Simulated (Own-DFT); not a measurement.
## Calculated data, SiC (4H silicon carbide, strained, atoms displaced)

Computed with Own-DFT development build. A calculation, not a measurement: plane-wave PBE density functional theory by an unreviewed code, no spin, of a simulated periodic cell, stress positive in tension, free energy of the whole cell less one offset for each atom, forces on such cells passed a denser k mesh, this cell's mesh not checked; offsets are fitted by least squares, one for each functional and potential file, so energies compare only between cells with the same atoms and settings and are not formation energies; the far tail of each file's local potential was reset to the Coulomb form; each entry is a single point on an unrelaxed cell, so the pressure reflects the starting lattice, mostly measured values (interpolated for alloys), from which strain is counted, and rises with the displacements; printed positions are rounded, which can move forces by about a meV/angstrom; the program, named Own-DFT, is a retired in-house code; no spin-orbit coupling.

Entry: SiC (4H silicon carbide, strained, atoms displaced)

```cif
# cell vector a (Å): 9.4045 0.1703 0.1623
# cell vector b (Å): -4.5548 8.0364 -0.1782
# cell vector c (Å): 0.1766 -0.1221 10.0047
data_SiC
_symmetry_space_group_name_H-M 'P 1'
_symmetry_Int_Tables_number 1
_cell_length_a 9.4074
_cell_length_b 9.2391
_cell_length_c 10.0070
_cell_angle_alpha 92.212
_cell_angle_beta 88.013
_cell_angle_gamma 118.517
_cell_volume 763.55
loop_
_atom_site_label
_atom_site_type_symbol
_atom_site_fract_x
_atom_site_fract_y
_atom_site_fract_z
_atom_site_occupancy
Si1 Si 0.00147 0.00294 0.40795 1
Si2 Si 0.11358 0.22285 0.15787 1
C1 C 0.01085 0.01118 0.08667 1
C2 C 0.10635 0.23084 0.34376 1
Si3 Si 0.00099 0.33824 0.39971 1
Si4 Si 0.11438 0.55825 0.15635 1
C3 C 0.00450 0.33646 0.09343 1
C4 C 0.11717 0.55589 0.33745 1
Si5 Si 0.99439 0.66152 0.40663 1
Si6 Si 0.10209 0.88917 0.15221 1
C5 C 0.99611 0.66536 0.09225 1
C6 C 0.10746 0.89079 0.33283 1
Si7 Si 0.32834 0.99638 0.40326 1
Si8 Si 0.44735 0.22510 0.14755 1
C7 C 0.33715 0.00582 0.09977 1
C8 C 0.43938 0.21444 0.35581 1
Si9 Si 0.34571 0.34238 0.40382 1
Si10 Si 0.44061 0.55175 0.15310 1
C9 C 0.32916 0.32804 0.09610 1
C10 C 0.45110 0.56460 0.33875 1
Si11 Si 0.33271 0.66374 0.40760 1
Si12 Si 0.45249 0.90062 0.15263 1
C11 C 0.33320 0.66740 0.09441 1
C12 C 0.44281 0.89470 0.35363 1
Si13 Si 0.66092 0.00886 0.41129 1
Si14 Si 0.77745 0.22652 0.15890 1
C13 C 0.66894 0.00057 0.09274 1
C14 C 0.78391 0.23754 0.34023 1
Si15 Si 0.66541 0.32970 0.41079 1
Si16 Si 0.77638 0.55766 0.15077 1
C15 C 0.66531 0.32732 0.09002 1
C16 C 0.77721 0.55016 0.34025 1
Si17 Si 0.66497 0.66288 0.40879 1
Si18 Si 0.78495 0.88704 0.15933 1
C17 C 0.66975 0.66585 0.10320 1
C18 C 0.78419 0.88932 0.34188 1
Si19 Si 0.99983 0.99406 0.90356 1
Si20 Si 0.88541 0.77113 0.65664 1
C19 C 0.99822 0.99822 0.58536 1
C20 C 0.88966 0.77741 0.84856 1
Si21 Si 0.99660 0.65837 0.89584 1
Si22 Si 0.90156 0.45249 0.65449 1
C21 C 0.99533 0.66578 0.59293 1
C22 C 0.88542 0.44161 0.84773 1
Si23 Si 0.00885 0.33655 0.89996 1
Si24 Si 0.88858 0.11508 0.65583 1
C23 C 0.99578 0.32974 0.60275 1
C24 C 0.88170 0.09946 0.84096 1
Si25 Si 0.66266 0.99875 0.90003 1
Si26 Si 0.56747 0.77777 0.65506 1
C25 C 0.66179 0.99925 0.59341 1
C26 C 0.55345 0.78565 0.83591 1
Si27 Si 0.66432 0.66324 0.91225 1
Si28 Si 0.54437 0.44465 0.65784 1
C27 C 0.66996 0.66611 0.59302 1
C28 C 0.55304 0.43621 0.85037 1
Si29 Si 0.67746 0.34720 0.89959 1
Si30 Si 0.55859 0.11446 0.65882 1
C29 C 0.66729 0.33955 0.59291 1
C30 C 0.53929 0.10337 0.84397 1
Si31 Si 0.33258 0.99607 0.91510 1
Si32 Si 0.22361 0.78078 0.66076 1
C31 C 0.32417 0.00185 0.59323 1
C32 C 0.22957 0.77864 0.84637 1
Si33 Si 0.33856 0.66693 0.90831 1
Si34 Si 0.22193 0.44430 0.66040 1
C33 C 0.33478 0.67582 0.59784 1
C34 C 0.21710 0.45116 0.83949 1
Si35 Si 0.34657 0.33937 0.90775 1
Si36 Si 0.23605 0.11321 0.66007 1
C35 C 0.33185 0.32270 0.59255 1
C36 C 0.21190 0.10081 0.84453 1
```

Here we set functional PBE, potential files PseudoDojo norm-conserving, scalar-relativistic, standard set, wave cutoff 42 hartree, occupations Fermi-Dirac, smearing width 0.1 eV, hardware one NVIDIA H100 and k mesh 4 x 4 x 3 centred on Gamma.

Question: Estimate the pressure of SiC (4H silicon carbide, strained, atoms displaced).
Answer: 0.27 GPa

Further results for SiC (4H silicon carbide, strained, atoms displaced):

* free energy of cell above offsets: -5.152 eV
* stress xx: 3.45 GPa
* stress yy: 3.97 GPa
* stress zz: -8.23 GPa
* stress yz: -4.06 GPa
* stress xz: 6.54 GPa
* stress xy: 7.72 GPa
* wall time: 357.7 s

Force:
```csv
element,x (eV/Å),y (eV/Å),z (eV/Å)
Si,-0.391,0.211,-1.776
Si,-0.986,0.577,-0.4
C,-1.054,-1.723,1.042
C,2.905,-1.321,0.232
Si,-0.834,0.411,1.43
Si,-0.677,-0.073,-1.362
C,-0.224,-0.275,-0.506
C,-0.558,0.489,2.178
Si,0.182,1.016,-1.629
Si,1.588,-0.023,-0.55
C,0.409,0.164,-0.761
C,0.732,-0.661,2.414
Si,-1.715,0.2,0.721
Si,0.306,-0.162,2.303
C,-0.63,-1.143,-0.685
C,1.048,1.454,-2.563
Si,-1.795,-0.917,0.076
Si,0.319,0.874,0.368
C,0.51,1.184,-0.56
C,0.468,-1.225,1.435
Si,-0.615,1.38,0.091
Si,0.058,-1.306,1.542
C,0.582,0.555,-0.015
C,1.585,-1.154,-1.936
Si,1.616,-0.636,-1.733
Si,1.062,-0.344,-1.867
C,0.439,0.043,0.01
C,0.679,-2.032,1.513
Si,-1.353,1.026,-1.074
Si,1.579,-1.382,1.15
C,-0.446,1.526,-0.346
C,-0.403,0.069,0.862
Si,0.662,1.153,-1.853
Si,-0.953,1.314,-0.836
C,-1.552,-0.047,-2.089
C,-1.163,0.228,1.616
Si,-1.037,1.196,-0.256
Si,-0.634,1.993,-0.075
C,0.305,0.003,2.897
C,-0.485,-1.576,-0.986
Si,0.698,1.872,2.336
Si,-2.506,-1.135,0.449
C,1.82,0.088,0.353
C,1.447,0.29,-1.782
Si,-1.571,-1.755,1.606
Si,0.358,-1.742,-0.466
C,1.287,1.112,-2.125
C,0.251,1.469,0.463
Si,-0.089,1.128,1.031
Si,-2.955,0.878,-0.87
C,1.284,0.452,0.643
C,1.451,-2.209,2.228
Si,-0.101,1.203,-0.531
Si,1.731,-0.276,-0.404
C,-0.012,-0.971,0.608
C,-0.319,2.476,-1.425
Si,-0.455,-3.803,1.552
Si,-1.65,-0.213,-0.566
C,0.714,-0.354,1.669
C,2.024,1.829,0.205
Si,-1.187,0.268,-1.219
Si,-0.62,0.976,-0.63
C,3.589,-1.838,-0.696
C,-1.335,-0.766,0.442
Si,-0.954,0.566,-0.861
Si,-0.047,0.229,-2.192
C,1.679,-1.971,-0.878
C,2.616,-0.39,1.768
Si,-3.163,-2.462,0.063
Si,-4.107,-0.278,0.071
C,-0.974,2.489,0.586
C,1.569,1.771,0.549
```
